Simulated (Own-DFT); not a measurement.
# What a defect does to the pressure of its cell: C11b WSi2

The numbers are computed, not measured, by runs of the plane-wave DFT program Own-DFT (in-house, retired, unreviewed) at fixed positions, with no spin and no spin-orbit coupling.

Common settings: PBE; PseudoDojo norm-conserving scalar-relativistic files; cutoff 50 hartree; 5 x 5 x 5 k mesh centred on Gamma; cold (Marzari-Vanderbilt) smearing of 0.2 eV.

Keep in mind: forces on such cells failed a check on a denser k mesh; stress not checked against mesh or cutoff.

All runs share one cell, with vectors in Å (-2.148, -5.953, 3.409); (-6.444, 2.976, 1.136); (-2.553, -2.948, -6.757) and a volume of 403.2 Å³. u is the rms random offset of the atoms per axis. The defect's site can differ from row to row.

| cell | formula | u (Å) | P (GPa) |
|---|---|---|---|
| no defect | Si20W10 | 0.0190 | 4.48 |
| no defect | Si20W10 | 0.0510 | 5.80 |
| no defect | Si20W10 | 0.0550 | 6.63 |
| one Si on a W site | Si21W9 | 0.0289 | 6.02 |
| one Si on a W site | Si21W9 | 0.0475 | 6.63 |
| one Si on a W site | Si21W9 | 0.0544 | 7.99 |
| one Si vacancy | Si19W10 | 0.0296 | 3.32 |
| one Si vacancy | Si19W10 | 0.0483 | 3.87 |
| one Si vacancy | Si19W10 | 0.0507 | 4.23 |
| one W on a Si site | Si19W11 | 0.0294 | 9.67 |
| one W on a Si site | Si19W11 | 0.0333 | 10.04 |
| one W on a Si site | Si19W11 | 0.0464 | 10.46 |
| one W on a Si site | Si19W11 | 0.0472 | ? |

## Analysis

P = P0 + c u² + a shift for each defect gives P0 = 4.24 GPa, c = 698 ± 104 GPa/Å² and a scatter of 0.31 GPa. The shifts, and each times the cell's volume:

- one W on a Si site: 4.86 ± 0.26 GPa, 12.2 eV
- one Si on a W site: 1.23 ± 0.26 GPa, 3.1 eV
- one Si vacancy: -1.78 ± 0.26 GPa, -4.5 eV

Positive is outwards. The product with the volume (160.2 GPa Å³ to the eV) is nearly free of the cell's size; divided by the bulk modulus at the cell's pressure it gives the volume that the defect adds. The atoms around the defects weren't relaxed, which would change these numbers.

## Prediction

Asked: what pressure belongs in the blank (one W on a Si site, u = 0.0472 Å)?

The fitted form gives 10.65 ± 0.37 GPa. DFT gave 11.45 GPa.
